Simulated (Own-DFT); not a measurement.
# Stretching a layer in its plane: diamond-structure GeSn with randomly placed atoms, 64 atoms (Ge60Sn4)

Calculated, not measured: single-point runs of Own-DFT, a retired in-house plane-wave DFT program that no person has reviewed, on unrelaxed cells, without spin or spin-orbit coupling.

Settings: PBE; PseudoDojo norm-conserving scalar-relativistic files; cutoff 49 hartree; 3 x 3 x 3 k mesh centred on Gamma; Fermi-Dirac smearing of 0.1 eV.

Keep in mind: forces on such cells moved up to 12 meV/angstrom on a denser k mesh; stress not checked against mesh or cutoff.

Unstrained cell vectors in Å: (11.420, 0.000, 0.000); (0.000, 11.420, 0.000); (0.000, 0.000, 11.420). The unstrained cell has measured lattice constants (interpolated for alloys), not those of this functional. That, the random moves and any unrelaxed bonds set the pressure at no strain. Each run strains x and y alike by e, as a substrate would, and holds the height along z. All atoms carry random offsets, Gaussian with a width of 0.05 Å per axis. The random placing of the alloy's atoms differs from row to row. Stress is positive in tension.

| e (%) | u (Å) | (s_xx + s_yy)/2 (GPa) | s_zz (GPa) |
|---|---|---|---|
| -3.00 | 0.048 | -10.97 | -8.93 |
| -2.75 | 0.052 | ? | ? |
| -2.50 | 0.052 | -9.88 | -8.16 |
| -1.50 | 0.053 | -7.72 | -6.92 |
| -0.75 | 0.050 | -6.33 | -5.63 |
| -0.25 | 0.054 | -5.40 | -5.15 |
| 0.25 | 0.052 | -4.30 | -4.58 |
| 2.00 | 0.051 | -1.66 | -2.81 |
| 2.50 | 0.052 | -1.02 | -2.44 |
| 3.00 | 0.051 | -0.26 | -1.89 |

## Worked fit

With e as a fraction, the in-plane stress is -4.9 + 178 e - 846 e² GPa (errors 1 and 76, scatter 0.08), and s_zz is -4.9 + 117 e - 645 e² GPa (slope ± 2, scatter 0.10). At e = 0 the first slope is C11 + C12 and the second 2 C12, both with the ions held to the strained lattice and at the cell's own pressure. The term in e² is negative: the layer stiffens under compression and softens under tension. A free layer would change its height as e changes, and the in-plane slope would drop by 2 C12²/C11 to the biaxial modulus. At fixed height, a misfit of 1 % moves the in-plane stress by about 1.8 GPa and s_zz by 1.2 GPa.

## Test on the hidden row

The question: what are the two stresses at e = -2.75 %?

From the fit: -10.4 and -8.6 GPa. The calculation gave -10.40 and -8.75 GPa.
